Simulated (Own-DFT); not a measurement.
## Calculated data, Hf32O63 (monoclinic hafnia with one vacancy, atoms displaced)

Computed with Own-DFT development build. A calculation, not a measurement: plane-wave density functional theory by an unreviewed code, no spin, of a simulated periodic cell, stress positive in tension, run twice, with PBE and with PBEsol, both on files made for PBE, so the change isn't that of files made for PBEsol, defect cell not probed for a lower state with spin; hafnium file: forces about 75 meV/angstrom off all-electron values; oxygen file: force components 24 meV/angstrom off all-electron in one glass; forces on such cells passed a denser k mesh, this cell's mesh not checked; the far tail of each file's local potential was reset to the Coulomb form; each entry is a single point on an unrelaxed cell, so the pressure reflects the starting lattice, mostly measured values (interpolated for alloys), from which strain is counted, and rises with the displacements; printed positions are rounded, which can move forces by about a meV/angstrom; the program, named Own-DFT, is a retired in-house code; no spin-orbit coupling; stress was not checked against mesh or cutoff.

## Hf32O63 (monoclinic hafnia with one vacancy, atoms displaced)

```xyz
95
Lattice="10.2340 0.0000 0.0000 0.0000 10.3500 0.0000 -1.6955 0.0000 10.4453" Properties=species:S:1:pos:R:3 Hf32O63
Hf     1.2307     0.1570     1.1200
Hf     3.4626     2.7898     1.5650
Hf     3.0112     4.9655     4.1033
Hf     0.8507     2.3900     3.6646
O      0.0732     1.7513     1.7788
O      4.6176     4.2749     0.7598
O      4.1866     3.4597     3.3858
O     -0.3344     0.9247     4.4350
O      1.9118     3.9244     2.4963
O      2.8295     1.3217     0.0948
O      2.3659     1.1896     2.7155
O      1.5015     3.8794     5.0707
Hf     0.3253     0.1896     6.3156
Hf     2.6534     2.7970     6.7240
Hf     2.2027     4.9734     9.4048
Hf    -0.0549     2.3419     8.9031
O     -0.7550     1.7181     7.0485
O      3.7036     4.2660     6.0585
O      3.2905     3.4119     8.6660
O     -1.2083     0.9095     9.6557
O      1.0378     3.9545     7.7783
O      1.9221     1.3217     5.3540
O      1.5671     1.2403     7.8642
O      0.5957     3.8259    10.3393
Hf     1.2409     5.3923     1.1157
Hf     3.4822     7.9695     1.6147
Hf     3.0883    10.1895     4.1255
Hf     0.8342     7.5936     3.7005
O      0.0479     6.8813     1.8363
O      4.6738     9.5057     0.7519
O      4.1467     8.6419     3.4575
O     -0.3257     6.0944     4.4457
O      1.9252     9.1052     2.5125
O      2.8095     6.4934     0.1250
O      2.3959     6.4442     2.6689
O      1.4770     9.0801     5.1138
Hf     0.3645     5.3987     6.3368
Hf     2.5986     7.9879     6.7336
Hf     2.2091    10.1107     9.4045
Hf    -0.0358     7.5967     8.9498
O     -0.8051     6.8762     7.0592
O      3.7898     9.4595     6.0508
O      3.3919     8.5905     8.6631
O     -1.1713     6.0276     9.7058
O      1.0711     9.0762     7.6917
O      1.9236     6.5109     5.3159
O      1.5390     6.3557     7.9189
O      0.6577     9.0059    10.3445
Hf     6.3496     0.1907     1.0863
Hf     8.5251     2.8100     1.5971
Hf     8.1622     4.9842     4.1616
Hf     5.9355     2.3896     3.6707
O      5.1969     1.6976     1.8767
O      9.7285     4.2901     0.8061
O      9.2748     3.4661     3.3809
O      4.7815     0.8648     4.4398
O      6.9940     3.9415     2.5064
O      7.9209     1.2795     0.1043
O      7.5172     1.2489     2.7496
O      6.5447     3.7588     5.1263
Hf     5.4854     0.1882     6.3058
Hf     7.6969     2.7400     6.7885
Hf     7.3131     4.9600     9.4045
Hf     5.0721     2.4098     8.9438
O      4.3778     1.7125     7.0181
O      8.8737     4.3278     5.9967
O      3.9394     0.8558     9.6439
O      6.1484     3.9247     7.7398
O      7.0831     1.3525     5.3476
O      6.6492     1.2571     7.9415
O      5.7481     3.7753    10.3440
Hf     6.4224     5.3763     1.0931
Hf     8.5231     7.9992     1.5159
Hf     8.1188    10.1925     4.1409
Hf     5.9404     7.5555     3.6673
O      5.1814     6.8266     1.8686
O      9.7666     9.5309     0.7903
O      9.3044     8.6233     3.4183
O      4.7621     6.0086     4.4192
O      6.9836     9.1180     2.4928
O      7.8831     6.5221     0.0792
O      7.5146     6.4583     2.7158
O      6.5703     9.0020     5.0757
Hf     5.5266     5.3642     6.3064
Hf     7.7473     8.0122     6.7157
Hf     7.3238    10.1728     9.3695
Hf     5.0637     7.4951     8.9164
O      4.3341     6.9002     7.1108
O      8.9248     9.4424     6.0239
O      8.4589     8.6298     8.6322
O      3.8843     6.0379     9.6231
O      6.1309     9.0997     7.7609
O      7.0587     6.5069     5.3135
O      6.6400     6.4427     7.9475
O      5.7098     9.0364    10.3602
```

* functional: PBE, then PBEsol
* potential files: PseudoDojo norm-conserving, scalar-relativistic, standard set
* wave cutoff: 72 hartree
* occupations: Fermi-Dirac
* smearing width: 0.1 eV
* k mesh: 2 x 2 x 2 centred on Gamma
* PBE pressure: 4.1 GPa
* PBE stress xx: -3.93 GPa
* PBE stress yy: -3.8 GPa
* PBE stress zz: -4.58 GPa
* PBE stress yz: 0.22 GPa
* PBE stress xz: -0.32 GPa
* PBE stress xy: -0.49 GPa
* PBEsol pressure: -2.28 GPa
* PBEsol stress xx: 2.47 GPa
* PBEsol stress yy: 2.53 GPa
* PBEsol stress zz: 1.85 GPa
* PBEsol stress yz: 0.18 GPa
* PBEsol stress xz: 0.03 GPa
* PBEsol stress xy: -0.43 GPa
* rms change of force components from PBE to PBEsol: 0.045 eV/Å

Force:
```
force element  PBE force x (eV/Å)  PBE force y (eV/Å)  PBE force z (eV/Å)  PBEsol force x (eV/Å)  PBEsol force y (eV/Å)  PBEsol force z (eV/Å)
           Hf               0.341               1.557              -0.713                  0.334                  1.563                 -0.717
           Hf              -0.147               0.037               -1.84                 -0.139                  0.094                 -1.767
           Hf               0.137               0.272               0.797                  0.116                  0.209                    0.8
           Hf              -0.669              -0.217                0.69                 -0.647                 -0.265                   0.65
            O               0.122              -0.236                0.33                  0.128                  -0.22                  0.382
            O                0.98               0.019               1.223                  0.933                  0.036                  1.145
            O               0.412              -0.091               0.581                   0.39                 -0.107                   0.51
            O              -1.116              -0.575              -0.297                 -1.078                  -0.58                 -0.238
            O              -0.244              -0.098               0.141                 -0.172                 -0.101                  0.145
            O               -0.07              -0.271               0.484                 -0.128                 -0.274                  0.469
            O               0.181               0.929              -0.005                  0.113                  0.911                  0.004
            O              -0.779              -0.517              -0.102                 -0.684                 -0.498                 -0.115
           Hf                2.31               0.894              -0.059                  2.281                   0.92                 -0.094
           Hf              -1.686              -0.952                1.03                 -1.641                 -0.889                  1.031
           Hf              -1.381              -0.717              -1.104                 -1.351                  -0.75                 -1.055
           Hf               1.412               1.157               0.224                   1.55                  0.976                   0.22
            O              -1.274               0.585              -0.022                 -1.246                  0.587                  0.038
            O               2.104               1.898              -0.756                   2.04                   1.85                 -0.785
            O               1.117              -0.303              -0.022                  1.096                 -0.305                 -0.073
            O              -0.234              -0.532              -0.067                 -0.212                 -0.534                 -0.032
            O              -0.296              -0.671               -0.87                 -0.219                 -0.657                 -0.844
            O                0.62               0.412              -0.797                  0.547                    0.4                 -0.777
            O              -0.532              -0.476               1.182                 -0.602                  -0.45                  1.155
            O              -0.275              -0.096               0.367                 -0.203                  -0.09                  0.356
           Hf                0.05              -0.106              -0.759                  0.064                 -0.042                 -0.765
           Hf              -0.119              -0.235              -1.829                 -0.136                 -0.203                 -1.743
           Hf              -1.486               -0.11               1.251                 -1.461                 -0.157                  1.242
           Hf              -0.531              -0.208               0.253                 -0.525                 -0.251                  0.225
            O              -0.346                0.36              -0.248                 -0.318                  0.364                 -0.196
            O              -0.676              -1.217               1.428                 -0.658                 -1.149                  1.331
            O               1.389              -0.845              -0.272                  1.341                 -0.832                 -0.329
            O              -0.998              -0.493              -0.414                 -0.967                 -0.499                 -0.355
            O              -0.332              -0.337              -0.144                 -0.259                 -0.333                 -0.144
            O               0.154               0.566               0.283                  0.081                  0.535                  0.279
            O               0.001              -0.081               0.787                 -0.054                 -0.072                  0.762
            O              -0.041              -0.594              -0.414                  0.016                 -0.579                 -0.399
           Hf                0.62              -0.432               0.435                  0.615                 -0.356                  0.405
           Hf                0.18              -0.605               0.498                   0.17                 -0.538                  0.518
           Hf               0.249               0.904              -1.658                  0.254                  0.836                 -1.572
           Hf               0.303              -1.356              -0.574                    0.3                 -1.361                 -0.588
            O              -0.234               0.427                0.04                 -0.216                  0.438                  0.074
            O               0.231               0.299              -0.312                  0.224                   0.31                 -0.348
            O              -0.998               0.666              -0.066                 -0.975                  0.633                 -0.113
            O              -0.786               0.086              -0.798                 -0.774                  0.057                 -0.721
            O              -0.479              -0.244               0.681                 -0.408                 -0.252                  0.658
            O               0.639               0.461              -0.058                  0.554                  0.446                 -0.056
            O              -0.245               1.429               0.243                 -0.305                  1.393                  0.234
            O              -0.437               0.034               0.378                 -0.369                   0.04                  0.364
           Hf               0.506               0.702              -0.763                  0.502                  0.711                 -0.784
           Hf               1.307              -0.905              -1.725                  1.283                 -0.838                 -1.654
           Hf                0.44              -0.039               0.352                  0.436                 -0.081                  0.373
           Hf              -0.229              -0.197                1.03                 -0.221                 -0.242                   0.98
            O               -0.34              -0.028              -0.691                 -0.322                  0.001                  -0.62
            O              -0.084               0.201              -0.021                   -0.1                  0.235                 -0.074
            O               0.765               0.097               0.724                  0.724                  0.078                  0.645
            O               0.104               0.296              -0.405                  0.101                  0.265                 -0.348
            O              -0.371               0.133               0.177                 -0.295                  0.119                  0.163
            O                0.05               0.625                0.56                 -0.017                  0.589                  0.539
            O              -0.087               0.315                -0.2                 -0.142                  0.318                 -0.184
            O               0.144               1.228               0.071                  0.198                  1.201                  0.075
           Hf               0.206               0.117               0.961                  0.193                  0.164                  0.915
           Hf               0.489               1.138              -0.112                  0.388                  1.072                 -0.245
           Hf               0.876               -0.29              -0.908                  0.755                 -0.178                 -0.752
           Hf              -0.461              -1.071              -0.401                 -0.446                 -1.099                 -0.409
            O              -0.231               0.271              -0.014                 -0.219                  0.277                  0.029
            O               -0.34              -0.611               0.514                 -0.345                 -0.571                  0.436
            O              -0.242               0.199                -0.1                 -0.228                  0.176                 -0.041
            O               0.484               0.051               0.204                  0.533                  0.041                   0.19
            O               0.131              -1.073              -0.359                  0.077                 -1.042                 -0.343
            O               0.228              -0.001               0.053                   0.17                  0.012                  0.037
            O              -0.161               1.056               0.528                   -0.1                  1.045                  0.515
           Hf              -1.538               0.033              -0.587                 -1.493                  0.087                  -0.59
           Hf               1.152               0.079               0.085                  1.104                  0.115                  0.123
           Hf               0.967              -0.572               0.022                  0.927                 -0.594                  0.036
           Hf              -0.233              -0.631               1.054                 -0.212                 -0.671                  1.005
            O               -0.23               0.368               -0.46                 -0.214                  0.391                 -0.392
            O               -0.64              -1.072               0.496                 -0.623                 -1.013                  0.429
            O              -0.282               0.643               0.018                 -0.282                  0.607                 -0.032
            O               0.059               0.324               0.061                  0.067                    0.3                  0.104
            O              -0.019              -0.351               0.379                  0.047                 -0.351                  0.362
            O               0.335              -0.298               0.763                  0.259                 -0.318                  0.737
            O               0.075              -0.126              -0.186                  0.009                 -0.111                 -0.188
            O               0.252                 0.4               0.269                   0.31                  0.395                  0.258
           Hf               -0.86               0.424               0.279                 -0.827                  0.463                  0.247
           Hf              -0.834              -1.091               1.004                 -0.807                 -1.023                  1.011
           Hf              -0.928              -0.145               -0.19                 -0.922                 -0.177                 -0.147
           Hf               0.392               1.148               0.019                   0.37                  1.072                 -0.016
            O              -0.054              -0.942              -1.622                  -0.04                 -0.895                 -1.518
            O              -0.569               0.312              -0.405                 -0.564                  0.321                 -0.428
            O                0.39               0.088               0.191                  0.381                  0.068                  0.135
            O               0.602              -0.284               0.884                  0.596                 -0.289                  0.901
            O                0.54               0.149              -0.686                  0.589                  0.145                 -0.679
            O                0.07                0.01                0.06                  0.009                      0                  0.055
            O               0.518               -0.59              -0.122                  0.433                 -0.581                 -0.111
            O               0.509              -0.468               0.074                  0.557                 -0.444                   0.09
```
